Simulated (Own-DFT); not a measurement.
## Calculated data, Hf₃₆O₇₁ (tetragonal hafnia with one neutral oxygen vacancy, atoms displaced)

A calculation, not a measurement: plane-wave PBE and HSE06 DFT by an unreviewed code, no spin, of a simulated cell at Gamma alone, so results move with cell size and shape, stress positive in tension, energies less offsets, not probed for a lower state with spin; hafnium file: forces about 75 meV/angstrom off all-electron values; oxygen file: force components 24 meV/angstrom off all-electron in a glass; k mesh not checked against a denser one; forces and stress are PBE's, HSE06 gives the energy alone, and its difference from PBE has offsets of its own; offsets are fitted by least squares, one for each functional and potential file, so energies compare only between cells with the same atoms and settings and are not formation energies; the far tail of each file's local potential was reset to the Coulomb form; each entry is a single point on an unrelaxed cell, so the pressure reflects the starting lattice, taken from the Materials Project, from which strain is counted, and rises with the displacements; printed positions are rounded, which can move forces by about a meV/angstrom; the program is a retired in-house code; no spin-orbit coupling. Program: Own-DFT development build.

Settings shared by all entries: first functional PBE; second functional HSE06; exact exchange share 0.25; screening 0.11 1/bohr; exchange divergence Gygi-Baldereschi; potential files PseudoDojo norm-conserving, scalar-relativistic, made for PBE, standard set; wave cutoff 48 hartree; occupations fixed; k mesh 1 x 1 x 1 centred on Gamma.

(1) Hf₃₆O₇₁ (tetragonal hafnia with one neutral oxygen vacancy, atoms displaced)

```xyz
107
Lattice="10.7800 0.0000 0.0000 0.0000 10.7800 0.0000 0.0000 0.0000 10.4493" Properties=species:S:1:pos:R:3 Hf36O71
Hf     0.0511    10.7570    10.3874
Hf     1.7296     1.8699     2.4101
O      0.1008     1.6613     1.5596
O      1.9019    10.5768     3.6760
O     10.7130     1.6858     4.3034
O      1.6702    10.7428     0.9280
Hf    10.7164    10.6137     5.3165
Hf     1.7598     1.7184     7.8967
O      1.7501    10.7478     8.9206
O     10.7523     1.8348     9.4866
O      1.8510    10.7795     6.1911
Hf     0.0897     3.5571    10.4371
Hf     1.7680     5.3193     2.4675
O     10.7032     5.3552     1.6596
O      1.7533     3.7218     3.6200
O     10.7179     5.3880     4.2934
O      1.7425     3.4634     0.9360
Hf    10.7795     3.4518     5.2268
Hf     1.9164     5.2669     7.9778
O     10.6401     5.5028     6.5916
O      1.7223     3.5439     8.7636
O      0.0146     5.2995     9.4955
O      1.9434     3.5135     6.4241
Hf    10.6731     7.1940     0.0438
Hf     1.7552     9.0134     2.5927
O     10.7530     8.9207     1.4785
O      1.7424     7.1127     3.7743
O     10.7366     8.9972     4.1587
O      1.7378     7.2794     1.0378
Hf    10.7691     7.1946     5.2355
Hf     1.9542     9.1107     7.7700
O     10.7152     9.0181     6.8519
O      1.7846     7.0640     8.7628
O     10.7576     8.9276     9.3242
O      1.7050     7.1714     6.2757
Hf     3.5843    10.6265     0.0916
Hf     5.3687     1.7631     2.5365
O      3.5265     1.7190     1.6457
O      5.3618     0.0499     3.5962
O      3.5067     1.6617     4.1354
O      5.3321     0.0007     1.0949
Hf     3.6269    10.5613     5.2143
Hf     5.4697     1.8742     7.8264
O      3.6256     1.6962     6.7943
O      5.5321     0.0441     8.8236
O      3.5712     1.7452     9.5007
O      5.4997    10.7008     6.2564
Hf     3.6024     3.4988     0.1794
Hf     5.4827     5.4513     2.4565
O      3.4058     5.3641     1.5686
O      5.6080     3.5683     3.6173
O      3.7213     5.3501     4.0944
O      5.3339     3.6334     1.0716
Hf     3.5548     3.6219     5.1314
Hf     5.2978     5.3034     7.7885
O      3.4996     5.5538     6.7107
O      5.3289     3.5777     8.8246
O      3.5327     5.2901     9.4617
O      5.5745     3.6441     6.2957
Hf     3.5368     7.1212     0.0767
Hf     5.2599     9.0698     2.6065
O      3.6932     8.9192     1.7059
O      5.3576     7.2364     3.6235
O      3.6285     8.9990     4.0982
O      5.4848     7.0937     0.9057
Hf     3.4863     7.2023     5.2463
Hf     5.1981     9.0259     7.9877
O      3.4860     9.0670     6.8392
O      5.3793     7.1097     8.9297
O      3.4958     8.9401     9.5113
O      5.3858     7.2746     6.2587
Hf     7.1217     0.0076    10.3883
Hf     9.0271     1.7978     2.6298
O      7.1148     1.8854     1.5321
O      8.9832    10.7570     3.5882
O      7.1708     1.8516     4.2666
O      9.1309    10.6726     1.0407
Hf     7.0980     0.1184     5.1102
Hf     8.8102     1.8958     7.7418
O      7.2452     1.8092     6.7683
O      8.9202    10.6965     8.6909
O      7.2458     1.8050     9.3880
O      8.9854     0.1279     6.0239
Hf     7.2173     3.4669     0.0022
Hf     8.9059     5.3233     2.5790
O      7.2349     5.4906     1.6147
O      9.0114     3.5748     3.6765
O      7.3040     5.2860     4.2336
O      9.0298     3.6101     1.0426
Hf     7.1328     3.6355     5.1786
Hf     9.1068     5.4480     7.8553
O      7.3070     5.4187     6.7410
O      8.9310     3.5603     8.7912
O      7.2103     5.4539     9.3735
O      9.0221     3.5071     6.0363
Hf     7.1670     7.1513     0.1289
Hf     8.9722     9.0115     2.7127
O      7.1793     8.9964     1.5828
O      8.9388     7.2064     3.7035
O      7.0726     9.0505     4.1597
O      8.8997     7.3010     0.9883
Hf     7.1805     7.2132     5.2074
Hf     9.0292     8.9615     7.6421
O      7.2289     8.9365     6.8682
O      8.9205     7.3284     8.9340
O      7.0793     8.9435     9.4333
O      9.0119     7.1522     6.1427
```

- PBE energy of cell above offsets: -85.493 eV
- HSE06 less PBE above offsets: 0.719 eV
- PBE pressure: 5.98 GPa
- PBE stress xx: -9.82 GPa
- PBE stress yy: -2.43 GPa
- PBE stress zz: -5.7 GPa
- PBE stress yz: -0.86 GPa
- PBE stress xz: 0.81 GPa
- PBE stress xy: -0.15 GPa

Force:
| element | x (eV/Å) | y (eV/Å) | z (eV/Å) |
| --- | --- | --- | --- |
| Hf | -3.912 | -1.993 | -1.91 |
| Hf | 1.977 | -1.308 | 5.638 |
| O | -3.644 | 0.955 | -0.258 |
| O | -0.713 | 2.337 | -0.916 |
| O | 0.719 | -0.03 | -1.114 |
| O | 4.497 | -0.531 | 2.316 |
| Hf | 1.715 | 1.547 | -1.26 |
| Hf | 0.486 | 1.114 | -2.06 |
| O | 0.81 | 0.251 | -0.617 |
| O | 0.491 | -0.952 | -0.793 |
| O | -1.044 | -0.372 | 1.483 |
| Hf | -3.685 | 0.25 | -1.718 |
| Hf | -3.433 | 3.005 | 4.453 |
| O | 1.072 | 0.187 | -1.26 |
| O | 0.518 | -2.577 | -0.185 |
| O | -0.026 | -0.746 | -1.431 |
| O | 1.825 | 0.357 | 2.248 |
| Hf | 0.646 | 2.629 | 0.256 |
| Hf | -1.743 | 2.189 | -2.849 |
| O | 1.663 | -1.552 | 3.496 |
| O | -0.185 | -1.769 | 2.883 |
| O | -0.3 | 0.965 | -0.705 |
| O | -0.768 | 0.154 | -2.254 |
| Hf | -0.435 | 1.985 | -1.525 |
| Hf | -1.833 | -2.157 | 0.436 |
| O | 0.63 | -0.104 | 1.489 |
| O | 1.119 | 0.662 | -2.03 |
| O | 0.111 | -0.446 | -0.549 |
| O | 1.101 | -0.8 | -0.312 |
| Hf | 0.111 | -2.336 | -1.191 |
| Hf | -8.421 | -2.575 | 3.088 |
| O | 4.211 | 0.756 | -2.812 |
| O | 0.926 | 1.863 | 1.391 |
| O | 0.894 | 0.339 | 1.329 |
| O | 1.737 | 1.582 | 0.027 |
| Hf | -0.961 | 3.056 | -0.349 |
| Hf | -0.307 | 0.884 | 2.529 |
| O | 0.921 | 0.631 | -1.698 |
| O | 0.182 | 0.263 | 0.524 |
| O | 0.365 | 2.141 | 0.85 |
| O | 0.218 | 0.224 | -1 |
| Hf | 0.067 | 5.029 | -0.234 |
| Hf | -2.026 | -1.276 | -1.666 |
| O | 1.132 | 0.252 | 1.409 |
| O | -1.209 | 0.213 | 1.01 |
| O | 0.223 | -0.328 | 0.867 |
| O | -1.935 | -0.197 | 0.147 |
| Hf | 0.434 | -0.269 | -3.559 |
| Hf | -2.019 | 0.165 | 3.607 |
| O | 4.035 | 0.131 | -2.045 |
| O | -1.629 | 0.151 | -1.2 |
| O | -0.134 | 0.191 | 0.791 |
| O | 0.901 | 0.302 | -0.086 |
| Hf | -0.034 | -1.707 | 0.209 |
| Hf | 2.727 | 2.634 | -0.224 |
| O | 1.573 | -1.196 | 0.637 |
| O | 0.135 | -0.054 | 1.281 |
| O | 0.115 | -0.327 | 0.156 |
| O | -4.34 | -0.021 | 0.999 |
| Hf | -0.01 | -1.195 | -1.534 |
| Hf | 7.127 | -0.949 | 3.018 |
| O | -5.108 | -0.151 | -4.263 |
| O | 0.455 | -1.275 | -1.263 |
| O | 0.309 | -2.23 | 1.054 |
| O | -5.555 | -0.746 | 3.163 |
| Hf | 0.427 | -2.11 | -1.016 |
| Hf | 5.794 | -2.505 | -1.106 |
| O | 4.933 | -0.57 | -2.655 |
| O | -1.891 | 0.643 | -1.348 |
| O | 0.667 | 0.022 | -1.1 |
| O | -1.351 | -0.08 | -0.154 |
| Hf | 2.345 | -3.525 | -0.058 |
| Hf | 0.032 | -0.476 | 0.554 |
| O | 1.278 | -0.476 | -0.119 |
| O | -0.516 | 1.666 | -0.073 |
| O | 0.38 | -0.733 | -2.315 |
| O | -2.379 | 1.495 | -0.757 |
| Hf | 1.264 | -2.794 | 1.068 |
| Hf | 5.016 | -2.013 | 0.992 |
| O | -3.668 | -0.187 | -0.79 |
| O | -0.287 | 1.965 | 0.495 |
| O | -0.58 | 0.019 | -0.223 |
| O | -1.539 | -0.021 | 1.674 |
| Hf | 1.038 | 2.566 | -0.962 |
| Hf | 2.487 | 0.759 | 3.59 |
| O | -0.84 | -0.89 | -1.171 |
| O | 0.372 | -1.034 | -2.245 |
| O | -0.656 | 3.159 | -2.028 |
| O | -0.778 | -0.742 | -0.377 |
| Hf | 2.388 | 0.111 | 0.223 |
| Hf | -1.849 | 1.145 | -0.425 |
| O | -1.124 | -0.113 | 1.075 |
| O | -0.22 | 1.166 | 0.52 |
| O | -0.32 | -2.157 | 1.401 |
| O | -0.586 | -1.068 | 2.429 |
| Hf | 2.798 | 1.675 | -5.314 |
| Hf | -0.604 | -1.262 | -2.178 |
| O | -1.019 | 0.59 | 0.415 |
| O | -0.458 | -0.229 | -1.49 |
| O | 0.655 | -0.087 | 0.561 |
| O | 2.015 | -1.066 | 1.702 |
| Hf | 0.243 | 0.346 | 0.699 |
| Hf | -3.297 | -0.585 | 4.085 |
| O | -1.519 | -0.165 | -0.917 |
| O | 1.127 | -2.193 | -1.206 |
| O | -1.268 | 1.17 | 1.21 |
| O | -1.28 | 1.359 | 1.423 |

(2) Hf₃₆O₇₁ (tetragonal hafnia with one neutral oxygen vacancy, atoms displaced)

```xyz
107
Lattice="10.7800 0.0000 0.0000 0.0000 10.7800 0.0000 0.0000 0.0000 10.4493" Properties=species:S:1:pos:R:3 Hf36O71
Hf    10.7784    10.7795     0.0604
Hf     1.7581     1.7612     2.6071
O     10.7450     1.8476     1.5540
O      1.7437     0.0522     3.7144
O      0.0400     1.7340     4.1757
O      1.7466     0.0691     1.0636
Hf     0.0590     0.0331     5.1541
Hf     1.7906     1.8229     7.8431
O      0.0346     1.7301     6.8263
O      1.8201     0.0539     8.8776
O      0.0157     1.7642     9.5051
O      1.8393    10.7634     6.2382
Hf    10.7686     3.6127     0.0287
Hf     1.7076     5.3498     2.5580
O      0.0222     5.3908     1.5798
O      1.8520     3.6805     3.5801
O      0.0202     5.4335     4.2703
O      1.8281     3.5535     0.9697
Hf     0.0411     3.6125     5.2530
Hf     1.7537     5.3492     7.7998
O      0.0351     5.4431     6.8121
O      1.7556     3.5981     8.8383
O     10.7273     5.3431     9.3538
O      1.8909     3.5966     6.2323
Hf     0.0380     7.1779     0.0506
Hf     1.7366     8.9801     2.5929
O      0.0735     9.0493     1.6335
O      1.7936     7.1159     3.6416
O     10.7491     8.9756     4.2279
O      1.8405     7.2099     1.0072
Hf    10.7203     7.1178     5.2231
Hf     1.7815     8.9188     7.7915
O      0.0432     8.9725     6.8349
O      1.8226     7.2439     8.8683
O     10.7538     8.9801     9.4300
O      1.8169     7.2267     6.2643
Hf     3.6633     0.0618     0.0484
Hf     5.4148     1.8590     2.5811
O      3.5174     1.7722     1.5886
O      5.4364    10.7276     3.6050
O      3.6167     1.7649     4.1962
Hf     3.5559    10.7686     5.1391
Hf     5.4080     1.8043     7.8818
O      3.6091     1.7234     6.8366
O      5.2952     0.0261     8.9567
O      3.6515     1.7414     9.4879
O      5.2799    10.7432     6.2245
Hf     3.5559     3.5549    10.4060
Hf     5.3690     5.3175     2.6593
O      3.6533     5.3521     1.6132
O      5.4642     3.6417     3.6561
O      3.6095     5.4180     4.1626
O      5.4793     3.5776     1.1168
Hf     3.6001     3.6440     5.2080
Hf     5.3507     5.3952     7.8662
O      3.5730     5.4105     6.9365
O      5.3300     3.5564     8.8004
O      3.6641     5.3566     9.3926
O      5.4829     3.6651     6.2098
Hf     3.5897     7.2465    10.4421
Hf     5.3970     8.9322     2.6253
O      3.6120     8.9821     1.6471
O      5.4526     7.2166     3.6274
O      3.5725     8.9752     4.2114
O      5.4562     7.2247     1.0051
Hf     3.5414     7.2147     5.2665
Hf     5.4940     8.9458     7.8253
O      3.5336     8.9178     6.8956
O      5.3918     7.1350     8.8043
O      3.6666     8.9907     9.4091
O      5.3793     7.1250     6.2142
Hf     7.1893     0.0079    10.4255
Hf     9.1197     1.8435     2.5724
O      7.2857     1.7038     1.6164
O      9.0269    10.7688     3.5938
O      7.2337     1.7837     4.2113
O      8.8949    10.7251     0.9834
Hf     7.2137     0.0065     5.2630
Hf     9.0197     1.7787     7.7427
O      7.2876     1.6790     6.8077
O      9.0127    10.7085     8.7483
O      7.2050     1.7264     9.5214
O      8.9229    10.7721     6.2107
Hf     7.2265     3.4810     0.0609
Hf     8.9583     5.3559     2.6016
O      7.2059     5.3663     1.6844
O      8.9434     3.5773     3.6630
O      7.1149     5.3665     4.2227
O      9.0343     3.5669     1.0631
Hf     7.1737     3.5020     5.1779
Hf     8.9734     5.4374     7.8679
O      7.1875     5.3302     6.8448
O      8.9920     3.5511     8.9114
O      7.1632     5.4468     9.5299
O      8.9820     3.5615     6.2704
Hf     7.1928     7.1782     0.0497
Hf     8.9620     8.8991     2.4785
O      7.1931     8.9677     1.5934
O      8.9822     7.2109     3.6491
O      7.1986     8.9909     4.1881
O      9.0429     7.1941     1.0487
Hf     7.2362     7.0250     5.1379
Hf     9.0487     8.9817     7.8217
O      7.1789     8.9053     6.8020
O      8.9703     7.1748     8.8369
O      7.1762     9.0090     9.4611
O      8.9988     7.2643     6.2465
```

- PBE energy of cell above offsets: -97.176 eV
- HSE06 less PBE above offsets: 0.070 eV
- PBE pressure: 2.73 GPa
- PBE stress xx: -3.23 GPa
- PBE stress yy: -1.56 GPa
- PBE stress zz: -3.39 GPa
- PBE stress yz: 0.09 GPa
- PBE stress xz: -0.21 GPa
- PBE stress xy: 0.16 GPa

Force:
| element | x (eV/Å) | y (eV/Å) | z (eV/Å) |
| --- | --- | --- | --- |
| Hf | -0.108 | -0.387 | -1.709 |
| Hf | 0.816 | 0.045 | -0.02 |
| O | 1.715 | -0.178 | -0.199 |
| O | 0.272 | -0.964 | -1.233 |
| O | -0.083 | 3.168 | -0.301 |
| O | 0.607 | -0.209 | 0.5 |
| Hf | -0.884 | -2.343 | 1.297 |
| Hf | 0.926 | -2.315 | 0.273 |
| O | 0.095 | 0.744 | -0.806 |
| O | -0.342 | -0.559 | -0.254 |
| O | -0.197 | 0.816 | -0.314 |
| O | -0.712 | 0.21 | -0.208 |
| Hf | 0.182 | -0.927 | -1.745 |
| Hf | 3.386 | 1.606 | 0.781 |
| O | -1.372 | -0.136 | -0.646 |
| O | -0.716 | -1.898 | 0.747 |
| O | -0.401 | -2.551 | -1.275 |
| O | -0.959 | 0.449 | 0.343 |
| Hf | -0.771 | -0.399 | 0.03 |
| Hf | 1.153 | 1.502 | 1.277 |
| O | -1.044 | -0.67 | -0.69 |
| O | 0.412 | -0.137 | 0.342 |
| O | 0.494 | 1.033 | 1.186 |
| O | -1.808 | 0.13 | 0.031 |
| Hf | 0.277 | 0.384 | -2.21 |
| Hf | 2.141 | -0.357 | 2.081 |
| O | -1.692 | -0.574 | -1.412 |
| O | -0.333 | 0.688 | -0.791 |
| O | 0.76 | -0.453 | -0.197 |
| O | -0.931 | -0.142 | 0.449 |
| Hf | 1.137 | 3.111 | 0.634 |
| Hf | 0.751 | 1.939 | 0.875 |
| O | -0.9 | 0.116 | -0.492 |
| O | -0.324 | -2.13 | 0.569 |
| O | -0.007 | -0.469 | 1.087 |
| O | -1.29 | -0.709 | -0.138 |
| Hf | 0.097 | -1.732 | -0.273 |
| Hf | 0.184 | -1.951 | 0.266 |
| O | 1.369 | 0.014 | 0.322 |
| O | -0.473 | 1.363 | -1.086 |
| O | -0.058 | 1.732 | -0.415 |
| Hf | 0.736 | -0.211 | 1.54 |
| Hf | -0.686 | -1.646 | -1.017 |
| O | 0.116 | 1.236 | 0.522 |
| O | 1.084 | -0.168 | -0.656 |
| O | -0.385 | 1.956 | -0.658 |
| O | 1.739 | -0.07 | 0.345 |
| Hf | 1.365 | 0.94 | 0.315 |
| Hf | -0.324 | 2.194 | -0.519 |
| O | -1.334 | -0.121 | -0.463 |
| O | -0.476 | -1.709 | 0.501 |
| O | 0.405 | -0.516 | 1.138 |
| O | -0.93 | -0.513 | -0.832 |
| Hf | 1.567 | -0.392 | -0.294 |
| Hf | 0.753 | 0.124 | -0.593 |
| O | -0.418 | -0.471 | -1.72 |
| O | 0.595 | -0.003 | 1.041 |
| O | -0.642 | 0.172 | 1.254 |
| O | -1.843 | -0.824 | 0.137 |
| Hf | 1.382 | -0.087 | -0.903 |
| Hf | 0.782 | 0.558 | 0.599 |
| O | -0.747 | 0.397 | -0.727 |
| O | -0.104 | -1.338 | -0.082 |
| O | -0.295 | -0.363 | -0.129 |
| O | -1.186 | -0.214 | -0.061 |
| Hf | 1.132 | 0.348 | -0.243 |
| Hf | -1.87 | 0.398 | 0.083 |
| O | 1.718 | -0.315 | -0.926 |
| O | 0.224 | 1.13 | 0.717 |
| O | -0.302 | -0.043 | 1.498 |
| O | 0.22 | -0.088 | -0.137 |
| Hf | -1.498 | -1.192 | 1.043 |
| Hf | -2.934 | -2.011 | 1.947 |
| O | -0.869 | 0.848 | 0.034 |
| O | 0.333 | 0.371 | -0.778 |
| O | -0.665 | -0.229 | -0.249 |
| O | 2.425 | -0.17 | 0 |
| Hf | -1.428 | -1.526 | -1.469 |
| Hf | 0.333 | -0.369 | 1.541 |
| O | -2.354 | 0.815 | 0.332 |
| O | -0.064 | 1.864 | 0.754 |
| O | -0.155 | 1.61 | -1.565 |
| O | 2.338 | -0.175 | 0.19 |
| Hf | 0.093 | 1.076 | -0.532 |
| Hf | -0.261 | 0.375 | 0.658 |
| O | 0.491 | 0.212 | -0.44 |
| O | 0.918 | 0.774 | -0.209 |
| O | 1.013 | -1.732 | -0.909 |
| O | -0.746 | 0.588 | 0.323 |
| Hf | 0.61 | 0.773 | 0.843 |
| Hf | -0.694 | -0.945 | 0.074 |
| O | 0.956 | 0.724 | 0.232 |
| O | -0.375 | 0.241 | -0.405 |
| O | 0.323 | -2.057 | -0.197 |
| O | 1.211 | -0.065 | -0.521 |
| Hf | -0.332 | 0.89 | -0.828 |
| Hf | -0.453 | 2.209 | 2.726 |
| O | -0.471 | -0.014 | -0.488 |
| O | -0.016 | -1.77 | -0.415 |
| O | 0.375 | -0.622 | 0.293 |
| O | -0.081 | -0.074 | 0.088 |
| Hf | -1.418 | 3.971 | 1.787 |
| Hf | -0.555 | -0.492 | -0.693 |
| O | 0.656 | 0.656 | 0.371 |
| O | 0.158 | 0.29 | 0.563 |
| O | -0.28 | -0.859 | -0.451 |
| O | -0.225 | -1.196 | -0.053 |
